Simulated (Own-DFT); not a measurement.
# Computed records: InAs (zincblende, strongly disordered by large displacements)

Computed with Own-DFT development build. A calculation, not a measurement: plane-wave PBE density functional theory by an unreviewed code, no spin, of a simulated periodic cell, stress positive in tension, free energy of the whole cell less one offset for each atom, forces on such cells passed a denser k mesh, this cell's mesh not checked; broken bonds can close the gap or carry spin, so checks made on this kind of crystal may not hold here; offsets are fitted by least squares, one for each functional and potential file, so energies compare only between cells with the same atoms and settings and are not formation energies; the far tail of each file's local potential was reset to the Coulomb form; each entry is a single point on an unrelaxed cell, so the pressure reflects the starting lattice, mostly measured values (interpolated for alloys), from which strain is counted, and rises with the displacements; printed positions are rounded, which can move forces by about a meV/angstrom; the program, named Own-DFT, is a retired in-house code; no spin-orbit coupling.

Common to all runs: functional PBE; potential files PseudoDojo norm-conserving, scalar-relativistic, standard set; wave cutoff 42 hartree; occupations Fermi-Dirac; smearing width 0.1 eV; hardware one NVIDIA H200; k mesh 3 x 3 x 3 centred on Gamma.

(1) InAs (zincblende, strongly disordered by large displacements)

```
CELL_PARAMETERS angstrom
12.11660 0.00000 0.00000
0.00000 12.11660 0.00000
0.00000 0.00000 12.11660
ATOMIC_POSITIONS crystal
In 0.99963 0.02431 0.97429
In 0.04689 0.27112 0.26956
In 0.22117 0.00105 0.25824
In 0.26109 0.29637 0.97035
As 0.15447 0.12909 0.11266
As 0.17249 0.39197 0.38722
As 0.33837 0.08049 0.40302
As 0.32075 0.35961 0.12672
In 0.00310 0.99540 0.52848
In 0.99221 0.26290 0.76206
In 0.29076 0.99172 0.73974
In 0.26462 0.25584 0.49213
As 0.15313 0.11320 0.63829
As 0.12012 0.35602 0.89467
As 0.34939 0.14680 0.87210
As 0.38970 0.32975 0.63624
In 0.02815 0.47489 0.00909
In 0.98143 0.75442 0.28420
In 0.15948 0.47155 0.23671
In 0.17456 0.74750 0.03805
As 0.13726 0.58193 0.11091
As 0.15782 0.85845 0.39374
As 0.34553 0.62674 0.44526
As 0.41336 0.89905 0.16444
In 0.03628 0.46476 0.53114
In 0.98167 0.74990 0.73681
In 0.18994 0.46333 0.78342
In 0.24620 0.74055 0.52486
As 0.17128 0.65203 0.67127
As 0.09844 0.87454 0.87780
As 0.37434 0.65381 0.89764
As 0.33297 0.90529 0.59840
In 0.50182 0.98749 0.96055
In 0.46157 0.24318 0.28080
In 0.71844 0.04151 0.23787
In 0.78362 0.19772 0.03116
As 0.58196 0.09900 0.11033
As 0.60004 0.30709 0.35759
As 0.92837 0.13631 0.34380
As 0.91078 0.35461 0.08053
In 0.48666 0.95933 0.54728
In 0.48399 0.27167 0.79727
In 0.80140 0.99315 0.74306
In 0.71287 0.25894 0.49411
As 0.61535 0.09995 0.60371
As 0.56730 0.37156 0.90788
As 0.87676 0.15971 0.85358
As 0.88845 0.42385 0.60614
In 0.49535 0.50384 0.02630
In 0.53338 0.70748 0.22420
In 0.74679 0.50978 0.24154
In 0.79311 0.75345 0.98850
As 0.62561 0.59731 0.09530
As 0.67332 0.90418 0.37403
As 0.87180 0.62659 0.31239
As 0.85777 0.87836 0.13667
In 0.51445 0.53541 0.50129
In 0.55114 0.70460 0.77411
In 0.77873 0.46596 0.75868
In 0.79605 0.74228 0.52331
As 0.66780 0.62496 0.60656
As 0.64783 0.91415 0.87461
As 0.88030 0.63178 0.89679
As 0.82140 0.85389 0.64629
```

* free energy of cell above offsets: 44.536 eV
* pressure: 16.98 GPa
* stress xx: -15.57 GPa
* stress yy: -16.92 GPa
* stress zz: -18.45 GPa
* stress yz: -2.14 GPa
* stress xz: -0.11 GPa
* stress xy: -3.55 GPa
* wall time: 1207 s

Force:
```tsv
element	x (eV/Å)	y (eV/Å)	z (eV/Å)
In	-0.174	0.291	2.007
In	-0.173	-0.503	-2.41
In	0.37	-0.606	-1.479
In	5.699	-5.732	0.726
As	-1.285	0.704	-0.678
As	0.1	-2.087	7.901
As	2.09	1.261	-0.141
As	3.878	2.699	6.233
In	0.222	0.168	-1.009
In	3.92	2.288	-5.368
In	-2.998	4.047	9.1
In	0.683	-2.637	1.564
As	-2.253	1.9	-0.091
As	-10.33	-4.803	0.027
As	0.419	-3.814	0.403
As	-0.649	2.787	-1.499
In	-2.953	3.809	-2.737
In	6.781	7.907	-1.852
In	2.094	-1.298	-0.628
In	2.071	4.845	-1.913
As	0.524	6.654	-3.14
As	-3.743	0.382	-1.216
As	5.566	-6.966	-6.652
As	-0.162	-0.494	-0.708
In	8.257	3.411	-3.675
In	0.962	-0.707	0.835
In	6.368	7.778	-8.513
In	-3.329	5.392	1.927
As	-3.18	-2.663	3.75
As	1.424	-0.362	-1.147
As	-0.414	-0.613	0.089
As	-4.917	-6.752	-3.615
In	-5.015	0.999	1.837
In	-8.507	-4.584	-5.107
In	2.837	0.025	0.676
In	-2.25	-0.003	1.056
As	-0.851	2.685	0.112
As	5.599	6.945	0.316
As	-2.886	-2.303	1.795
As	-3.612	-2.625	4.197
In	8.888	2.12	-4.554
In	-2.031	-5.306	-5.851
In	-2.394	8.834	4.828
In	3.898	-1.663	3.412
As	1.842	1.244	1.863
As	7.542	3.258	3.976
As	-3.868	-4.038	1.838
As	-6.798	-4.208	1.878
In	-8.6	-2.531	-1.931
In	-2.051	3.308	2.784
In	-2.384	-4.305	-1.452
In	-4.754	5.13	3.499
As	7.548	3.528	1.268
As	-1.261	-2.482	2.127
As	-3.072	-4.906	4.903
As	0.887	1.607	0.536
In	-0.119	-1.817	0.084
In	-0.265	0.879	0.497
In	-2.658	1.444	3.287
In	-0.439	-5.54	-11.4
As	-1.501	-2.27	2.174
As	3.529	-3.685	-2.338
As	4.055	-6.393	-4.725
As	3.82	0.367	2.318
```

(2) InAs (zincblende, strongly disordered by large displacements)

```
CELL_PARAMETERS angstrom
12.11660 0.00000 0.00000
0.00000 12.11660 0.00000
0.00000 0.00000 12.11660
ATOMIC_POSITIONS crystal
In 0.00689 0.02303 0.98676
In 0.98495 0.22066 0.22739
In 0.26486 0.98116 0.26346
In 0.18645 0.23942 0.97426
As 0.14064 0.14479 0.14460
As 0.09515 0.39157 0.38180
As 0.42860 0.13279 0.34395
As 0.33624 0.35985 0.11142
In 0.02952 0.96579 0.52705
In 0.98727 0.26866 0.75954
In 0.26983 0.05120 0.70367
In 0.25886 0.24315 0.49048
As 0.13817 0.13555 0.63203
As 0.12574 0.42722 0.87471
As 0.34903 0.09584 0.92481
As 0.39533 0.37395 0.59083
In 0.98415 0.50780 0.95802
In 0.02790 0.74073 0.26873
In 0.25529 0.50372 0.24293
In 0.27920 0.72712 0.99889
As 0.12749 0.64792 0.16361
As 0.13616 0.89365 0.33667
As 0.33553 0.62988 0.37551
As 0.30188 0.89712 0.08255
In 0.02667 0.45818 0.55945
In 0.02766 0.76564 0.75680
In 0.23422 0.51402 0.71561
In 0.28183 0.75173 0.48011
As 0.08672 0.63170 0.66651
As 0.10422 0.90569 0.88385
As 0.37891 0.65054 0.88153
As 0.36972 0.86396 0.65220
In 0.53692 0.98710 0.98694
In 0.54804 0.27334 0.20131
In 0.73318 0.98093 0.24462
In 0.70826 0.21983 0.98826
As 0.58828 0.14710 0.08774
As 0.61921 0.37501 0.44591
As 0.87664 0.10817 0.34185
As 0.84165 0.33975 0.12174
In 0.53437 0.96862 0.50064
In 0.51184 0.21275 0.78096
In 0.76678 0.00757 0.77458
In 0.73227 0.26063 0.53415
As 0.65882 0.06416 0.59999
As 0.67182 0.40241 0.87289
As 0.83839 0.10021 0.90056
As 0.85799 0.37493 0.56080
In 0.51840 0.51165 0.98037
In 0.54390 0.72712 0.22259
In 0.76786 0.48453 0.22864
In 0.67086 0.75137 0.99282
As 0.62938 0.63327 0.10655
As 0.64636 0.87860 0.38342
As 0.89290 0.61385 0.37069
As 0.87508 0.85979 0.15905
In 0.46875 0.51681 0.53216
In 0.52502 0.78640 0.77353
In 0.74511 0.53470 0.79346
In 0.79588 0.69595 0.50700
As 0.56992 0.61258 0.63302
As 0.61562 0.90071 0.86075
As 0.88685 0.60769 0.85800
As 0.91508 0.82735 0.61688
```

* free energy of cell above offsets: 45.212 eV
* pressure: 17.45 GPa
* stress xx: -16.7 GPa
* stress yy: -19.41 GPa
* stress zz: -16.25 GPa
* stress yz: -4.7 GPa
* stress xz: 3.26 GPa
* stress xy: -0.35 GPa
* wall time: 1386 s

Force:
```tsv
element	x (eV/Å)	y (eV/Å)	z (eV/Å)
In	-1.719	1.737	4.375
In	-0.76	2.903	0.689
In	7.646	6.188	-2.625
In	1.021	1.381	-1.066
As	1.389	-2.146	-0.51
As	1.617	-1.337	-1.82
As	-1.317	-0.77	1.16
As	1.796	0.241	-0.239
In	0.729	1.702	-1.94
In	-0.413	-0.033	-0.278
In	7.396	-5.309	5.411
In	0.054	0.489	-2.022
As	-7.953	4.379	-3.859
As	3.87	-3.881	-1.517
As	-0.031	-0.153	-1.49
As	-4.865	-8.649	5.06
In	1.26	-3.46	9.226
In	-6.442	4.128	4.606
In	-1.136	-1.945	-0.242
In	-6.407	1.603	5.648
As	4.964	-5.35	-8.1
As	-6.2	-3.265	6.689
As	5.666	-6.606	-5.277
As	2.174	2.818	-0.485
In	2.48	1.96	0.202
In	-1.759	5.77	7.732
In	3.629	-1.499	0.262
In	-3.828	8.068	6.666
As	2.761	-5.668	-6.499
As	4.023	-2.726	-2.416
As	5.196	-4.786	-7.168
As	-0.399	0.726	-1.592
In	-6.425	2.954	6.774
In	-3.323	6.703	6.638
In	0.819	2.267	-1.669
In	5.995	5.586	-4.516
As	-3.655	-8.964	1.671
As	-3.159	3.323	-4.473
As	-1.436	-1.563	2.905
As	1.417	-0.748	-2.131
In	-7.195	0.309	0.248
In	-0.144	0.418	-0.522
In	-2.146	-4.649	-8.341
In	-3.264	-9.967	0.725
As	3.055	3.472	3.119
As	-5.385	-8.536	4.159
As	5.198	4.977	4.92
As	3.166	4.333	2.672
In	-2.017	-1.747	-0.141
In	-5.589	6.254	8.125
In	-0.677	1.779	2.238
In	5.059	6.993	-6.422
As	2.665	-12.59	1.918
As	1.195	-5.349	-1.46
As	1.679	-3.042	-2.834
As	0.293	-0.055	-2.072
In	-1.441	3.434	-9.304
In	-6.258	-8.373	-6.214
In	-3.716	3.517	-8.88
In	-3.859	1.637	2.45
As	7.869	6.607	6.267
As	8.956	1.739	-1.449
As	1.606	10.82	-1.981
As	-3.724	1.941	-1
```

(3) InAs (zincblende, strongly disordered by large displacements)

```
CELL_PARAMETERS angstrom
12.11660 0.00000 0.00000
0.00000 12.11660 0.00000
0.00000 0.00000 12.11660
ATOMIC_POSITIONS crystal
In 0.97390 0.97222 0.96504
In 0.96953 0.23618 0.28101
In 0.28586 0.94808 0.28945
In 0.20457 0.25612 0.96961
As 0.09522 0.10375 0.15332
As 0.18376 0.30865 0.32639
As 0.35027 0.10597 0.38976
As 0.37719 0.39339 0.14295
In 0.95767 0.01081 0.50225
In 0.02082 0.22540 0.75340
In 0.27075 0.01128 0.81210
In 0.23700 0.26398 0.48895
As 0.12722 0.16794 0.62018
As 0.08452 0.42590 0.88729
As 0.37917 0.12863 0.90205
As 0.40926 0.34527 0.62936
In 0.02359 0.50031 0.03620
In 0.01776 0.75349 0.29610
In 0.23465 0.51854 0.24181
In 0.28028 0.76053 0.02903
As 0.13798 0.62388 0.09955
As 0.10477 0.89403 0.35795
As 0.38313 0.61754 0.38123
As 0.36202 0.90002 0.12259
In 0.03639 0.53494 0.51599
In 0.01228 0.78301 0.76420
In 0.27792 0.49791 0.71689
In 0.21088 0.79037 0.48012
As 0.07749 0.62006 0.66989
As 0.14835 0.88146 0.87988
As 0.34452 0.58412 0.86008
As 0.37494 0.84029 0.66633
In 0.48614 0.98731 0.99520
In 0.46593 0.26111 0.24934
In 0.72620 0.02811 0.24857
In 0.74064 0.24513 0.99316
As 0.66899 0.15770 0.14161
As 0.61766 0.41176 0.36742
As 0.87971 0.13674 0.40253
As 0.89039 0.35880 0.10597
In 0.56521 0.96587 0.51959
In 0.45352 0.26868 0.80989
In 0.76069 0.02333 0.75626
In 0.73859 0.23483 0.45574
As 0.55123 0.13821 0.56933
As 0.62897 0.33140 0.88155
As 0.86013 0.14648 0.90771
As 0.88884 0.38940 0.61100
In 0.52517 0.49473 0.98694
In 0.47810 0.74060 0.22985
In 0.70653 0.51293 0.25000
In 0.76376 0.74394 0.03781
As 0.65448 0.62754 0.11770
As 0.62223 0.85669 0.37659
As 0.87652 0.64507 0.32191
As 0.86703 0.86952 0.11484
In 0.47330 0.57193 0.54808
In 0.52782 0.76523 0.74721
In 0.71096 0.53000 0.75220
In 0.76316 0.77843 0.48253
As 0.64244 0.63712 0.61488
As 0.63812 0.88766 0.81944
As 0.84563 0.65676 0.88950
As 0.88076 0.85367 0.64569
```

- free energy of cell above offsets: 31.058 eV
- pressure: 14.26 GPa
- stress xx: -12.16 GPa
- stress yy: -15.06 GPa
- stress zz: -15.55 GPa
- stress yz: 0.73 GPa
- stress xz: -1.28 GPa
- stress xy: -1.82 GPa
- wall time: 1245 s

Force:
```tsv
element	x (eV/Å)	y (eV/Å)	z (eV/Å)
In	0.381	0.815	1.398
In	3.857	3.68	-5.03
In	-0.856	1.156	1.246
In	-0.362	0.158	1.843
As	0.538	-0.146	-1.216
As	-2.872	2.716	-7.089
As	2.075	1.564	0.596
As	-1.039	1.757	-3.478
In	3.742	-4.718	4.561
In	-4.644	3.513	4.584
In	-1.071	-1.523	-5.442
In	3.242	-0.152	6.004
As	2.16	-4.84	-2.156
As	3.228	-4.163	-7.868
As	-0.305	0.99	4.244
As	-0.639	1.113	-2.288
In	-6.548	-0.502	3.125
In	0.301	-2.82	-4.895
In	0.72	-1.259	1.913
In	-2.042	-3.626	-3.717
As	2.413	5.551	2.961
As	0.104	7.585	1.313
As	-2.447	1.177	-2.015
As	2.17	0.87	0.429
In	-2.419	-3.26	-5.583
In	0.811	-1.045	2.436
In	-3.282	-2.545	-4.57
In	3.171	-3.047	3.793
As	3.139	0.875	3.695
As	-1.339	-1.784	1.948
As	3.594	3.877	6.264
As	-3.766	2.627	-2.519
In	4.095	-0.148	-0.875
In	2.043	-2.315	2.016
In	2.965	-6.218	3.812
In	0.448	3.132	4.216
As	-5.875	2.713	-0.207
As	-3.418	-4.57	4.868
As	-1.62	-2.36	-2.011
As	-0.703	0.099	1.839
In	-1.899	-3.306	1.445
In	1.269	2.532	-2.249
In	1.29	1.939	-1.504
In	-5.824	4.744	3.112
As	0.487	6.023	1.805
As	-2.293	4.927	-4.189
As	6.425	-4.542	-5.258
As	-0.635	-0.415	0.313
In	-1.136	0.046	0.428
In	1.089	-0.398	0.203
In	5.233	-0.483	-0.634
In	-0.501	1.936	-3.322
As	-7.033	-0.908	-1.05
As	-0.909	-0.312	-4.959
As	-4.241	-3.691	2.482
As	3.261	4.671	3.799
In	-1.134	-2.427	0.709
In	-1.361	-5.524	-0.651
In	3.051	-3.364	3.247
In	2.674	-2.507	0.758
As	0.831	2.996	-2.329
As	1.609	2.344	5.218
As	2.227	-2.092	-3.178
As	-2.433	2.881	-2.341
```
